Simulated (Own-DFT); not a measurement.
# How strain changes the stress of C40 NbSi2, 36 atoms (Nb12Si24)

These are calculations, not measurements. They come from Own-DFT, an in-house plane-wave density functional program, since retired, whose code no person has reviewed. Each row is one single-point run on a periodic cell that was not relaxed, without spin or spin-orbit coupling.

Settings of every run: PBE; PseudoDojo norm-conserving scalar-relativistic files; cutoff 42 hartree; 4 x 4 x 5 k mesh centred on Gamma; cold (Marzari-Vanderbilt) smearing of 0.2 eV.

Known limits: forces on such cells failed a check on a denser k mesh; stress not checked against mesh or cutoff.

Unstrained cell vectors in Å: (0.000, 8.324, 0.000); (-9.613, 0.000, 0.000); (0.000, 0.000, 6.586). The unstrained cell was taken from the Materials Project. The random moves and any unrelaxed bonds add to the pressure at no strain. Each run strains this cell uniformly, with the atoms carried along. Every atom was also moved at random, by a Gaussian of width 0.05 Å on each axis. Strain is the symmetric tensor, in per cent. Stress is positive in tension, and the pressure is minus a third of its trace.

| run | e_xx (%) | e_yy (%) | e_zz (%) | e_yz (%) | e_xz (%) | e_xy (%) | s_xx (GPa) | s_yy (GPa) | s_zz (GPa) | s_yz (GPa) | s_xz (GPa) | s_xy (GPa) | P (GPa) | E (meV/atom) |
|---|---|---|---|---|---|---|---|---|---|---|---|---|---|---|
| 1 | -1.27 | -1.74 | 1.16 | 1.33 | 0.08 | -1.30 | -7.42 | -9.61 | -1.62 | 4.65 | 0.49 | -4.73 | 6.22 | 31.3 |
| 2 | 1.99 | -1.79 | -1.87 | -0.87 | 0.84 | 1.46 | -0.23 | -9.42 | -13.65 | -2.97 | 2.52 | 3.92 | 7.77 | 63.6 |
| 3 | 0.61 | -0.30 | 1.79 | -0.35 | -0.04 | 0.27 | 1.25 | -1.56 | 4.53 | -1.21 | 0.33 | 0.46 | -1.41 | 0.0 |
| 4 | -0.74 | 0.99 | -0.40 | -0.82 | -1.85 | 1.72 | -5.55 | 0.02 | -5.62 | -3.03 | -6.35 | 4.95 | 3.71 | 27.8 |
| 5 | 1.76 | -0.14 | 0.11 | -1.07 | 0.41 | -0.42 | 4.03 | -2.03 | -1.56 | -3.24 | 1.03 | -1.54 | -0.15 | 8.6 |
| 6 | -1.75 | 0.42 | -0.43 | -1.59 | -0.92 | 0.49 | -9.62 | -2.60 | -6.59 | -5.02 | -3.30 | 1.47 | 6.27 | 21.6 |
| 7 | 1.42 | 0.30 | -1.47 | 1.79 | 0.98 | 1.57 | 1.77 | -1.87 | -10.14 | 6.18 | 2.82 | 4.30 | 3.41 | 32.4 |
| 8 | -0.39 | -2.00 | 1.11 | 1.28 | -0.24 | -1.84 | -5.30 | -9.41 | -1.06 | 4.40 | 0.02 | -6.12 | 5.26 | 33.8 |
| 9 | -0.62 | -1.77 | 0.82 | -0.12 | 1.86 | 0.31 | -5.74 | -8.98 | -2.55 | -0.54 | 6.30 | 0.82 | 5.76 | 29.3 |
| 10 | -0.51 | 0.31 | -1.03 | 1.73 | 0.45 | 0.64 | -4.70 | -3.35 | -9.39 | 5.91 | 1.33 | 2.02 | 5.81 | 31.3 |
| 11 | 1.01 | 1.80 | 1.74 | -0.89 | -0.46 | 0.81 | 2.92 | 6.10 | 5.21 | -2.47 | -1.49 | 1.80 | -4.74 | 15.2 |
| 12 | -1.15 | 0.94 | 1.13 | -0.83 | 0.41 | -1.39 | -4.64 | 0.92 | 1.48 | -2.26 | 1.58 | -4.01 | 0.75 | 4.9 |
| 13 | -0.75 | 0.41 | 0.56 | 0.35 | 0.25 | -0.43 | -4.52 | -0.70 | -2.08 | 1.15 | 0.57 | -1.66 | 2.43 | 16.6 |
| 14 | -1.53 | -1.12 | 1.26 | 0.32 | -0.14 | -0.06 | -7.93 | -6.66 | -0.46 | 1.45 | -0.80 | -0.31 | 5.02 | 19.9 |
| 15 | -0.92 | -1.95 | -1.96 | 1.48 | 1.98 | 1.69 | -9.54 | -13.05 | -16.63 | 6.18 | 6.38 | 5.44 | 13.08 | 55.5 |
| 16 | -0.16 | -0.80 | 1.45 | 0.74 | 0.98 | 0.73 | ? | ? | ? | ? | ? | ? | ? | ? |

E is the free energy for each atom above the lowest run shown.

## Worked fit

Each stress component was fitted by least squares to a constant and the strains of the runs shown, as fractions, with shears doubled. Shear strains stay in the fit of a normal stress only where such slopes are resolved. The slopes, in GPa:

| stress | at no strain | per e_xx | per e_yy | per e_zz | scatter |
|---|---|---|---|---|---|
| s_xx | -2.9 | 351 ± 15 | 85 ± 14 | 96 ± 14 | 0.67 |
| s_yy | -2.7 | 77 ± 8 | 375 ± 7 | 97 ± 7 | 0.34 |
| s_zz | -4.3 | 70 ± 13 | 94 ± 12 | 475 ± 12 | 0.57 |

Each shear stress against twice its own strain: yz 167 ± 6, xz 164 ± 6, xy 151 ± 4 GPa. These are stiffnesses along x, y and z of the frame in which the cell vectors are given, which need not be the crystal's axes. The atoms are held to the strained lattice; where symmetry lets them move under strain, relaxing them would lower some slopes. The table should be nearly symmetric about its diagonal, and what it lacks of that shows the noise. A ninth of its sum, 191 ± 8 GPa, estimates the bulk modulus near the mean pressure of these runs, 3.9 GPa, so it lies above the value at zero pressure.

## Withheld run

Question: what normal stresses and pressure should run 16 give?

The fit gives s_xx = -2.7, s_yy = -4.5, s_zz = 1.7 and P = 1.8 GPa. The calculation gave -2.20, -4.46, 1.07 and P = 1.86 GPa.
